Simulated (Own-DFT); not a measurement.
# Across the composition range of diamond-structure SiGe

All numbers below are calculated, not measured. They come from Own-DFT, an in-house plane-wave density functional program, since retired, whose code no person has reviewed. Each row is one single-point run on a periodic cell that was not relaxed, without spin or spin-orbit coupling.

Settings of every run: PBE; PseudoDojo norm-conserving scalar-relativistic files; cutoff 42 hartree; 5 x 5 x 5 k mesh centred on Gamma; Fermi-Dirac smearing of 0.1 eV.

Known limits, some of them of some rows only: forces on such cells failed a check on a denser k mesh; forces on such cells moved up to 12 meV/angstrom on a denser k mesh; forces on such cells passed a denser k mesh, each cell not checked; stress not checked against mesh or cutoff.

Each cell has 16 atoms, with Ge and Si placed at random on their shared sites; x is the share of Ge. Lattice constants follow the straight line between measured values of the end members, and atoms start on the ideal sites of that lattice. Every atom was also moved at random, by a Gaussian of width 0.03 Å on each axis. u is the rms move along one axis. dE is the free energy for each Ge or Si site above the straight-line part, a + b x, of the fit below.

```
    x     cell   u (Å)  volume (Å³/atom)  P (GPa)  dE (meV/site)
0.125  Ge2Si14  0.0326            20.340     2.28           17.4
0.125  Ge2Si14  0.0281            20.340     2.19           11.2
0.125  Ge2Si14  0.0283            20.340     2.21           10.1
0.125  Ge2Si14  0.0303            20.340     2.23            9.4
0.250  Ge4Si12  0.0325            20.659        ?              ?
0.500   Ge8Si8  0.0268            21.306     2.73           23.9
0.500   Ge8Si8  0.0284            21.306     2.79           26.0
0.500   Ge8Si8  0.0306            21.306     2.89           33.8
0.500   Ge8Si8  0.0284            21.306     2.67           18.4
0.750  Ge12Si4  0.0314            21.966     3.38           29.2
0.750  Ge12Si4  0.0298            21.966     3.23           15.2
0.750  Ge12Si4  0.0332            21.966     3.41           28.1
0.750  Ge12Si4  0.0287            21.966     3.30           17.5
0.875  Ge14Si2  0.0295            22.302     3.51            4.1
0.875  Ge14Si2  0.0280            22.302     3.63           12.8
0.875  Ge14Si2  0.0281            22.302     3.64           12.0
0.875  Ge14Si2  0.0291            22.302     3.63           10.6
```

## Worked fit

Fit E = a + b x + W x (1 - x) + k (u² - 0.03²) to the rows shown. It gives W = 112 ± 19 meV/site and k = 32 ± 11 eV/Å², with a scatter of 4.4 meV/site. Part of W is bond strain that relaxing the atoms would remove. The pressures follow P = 2.10 + 0.85 x + 1.00 x² GPa, with a scatter of 0.07.

## Withheld member

Question: what pressure and dE should the cell at x = 0.250 give?

The fits give 2.4 GPa and 26 meV/site. The calculation gave 2.34 GPa and 17.7 meV/site.
